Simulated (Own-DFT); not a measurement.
# What a defect does to the pressure of its cell: C40 NbSi2

No measurement is shown. These are fixed-geometry runs of a retired plane-wave code named Own-DFT, which no person has reviewed; spin and spin-orbit coupling are neglected.

Common settings: PBE; PseudoDojo norm-conserving scalar-relativistic files; cutoff 42 hartree; 4 x 4 x 5 k mesh centred on Gamma; cold (Marzari-Vanderbilt) smearing of 0.2 eV.

Caveats: forces on such cells failed a check on a denser k mesh; stress not checked against mesh or cutoff.

All runs share one cell, with vectors in Å (0.000, 8.324, 0.000); (-9.613, 0.000, 0.000); (0.000, 0.000, 6.586) and a volume of 527.0 Å³. Atoms were moved at random from their sites; u is the rms move along one axis. The defect's site can differ from row to row.

```
                    cell   formula   u (Å)  P (GPa)
               no defect  Nb12Si24  0.0208     1.50
               no defect  Nb12Si24  0.0483     2.50
               no defect  Nb12Si24  0.0503     2.52
          one Si vacancy  Nb12Si23  0.0280     1.01
          one Si vacancy  Nb12Si23  0.0297     1.14
          one Si vacancy  Nb12Si23  0.0461     1.46
          one Si vacancy  Nb12Si23  0.0490        ?
two Nb on a Si site each  Nb14Si22  0.0290     7.54
two Nb on a Si site each  Nb14Si22  0.0297     7.46
two Nb on a Si site each  Nb14Si22  0.0503     8.42
two Si on a Nb site each  Nb10Si26  0.0265     1.65
two Si on a Nb site each  Nb10Si26  0.0320     1.93
two Si on a Nb site each  Nb10Si26  0.0496     2.38
```

## Fit

P = P0 + c u² + a shift for each defect gives P0 = 1.37 GPa, c = 456 ± 40 GPa/Å² and a scatter of 0.11 GPa. The shifts, and each times the cell's volume:

- two Nb on a Si site each: 5.79 ± 0.09 GPa, 19.1 eV (9.5 eV for each of its 2 sites)
- two Si on a Nb site each: -0.02 ± 0.09 GPa, -0.1 eV (0.0 eV for each of its 2 sites) (not resolved)
- one Si vacancy: -0.74 ± 0.09 GPa, -2.4 eV

A positive shift means that the defect pushes the cell outwards. Shift times volume (160.2 GPa Å³ is 1 eV) depends little on the cell's size, so, taken for each site, it can be compared between cells at like pressure. The atoms around the defects weren't relaxed, which would change these numbers.

## The run left out

Q: what pressure belongs in the blank (one Si vacancy, u = 0.0490 Å)?

Estimate: 1.72 ± 0.13 GPa. DFT gave 1.95 GPa.
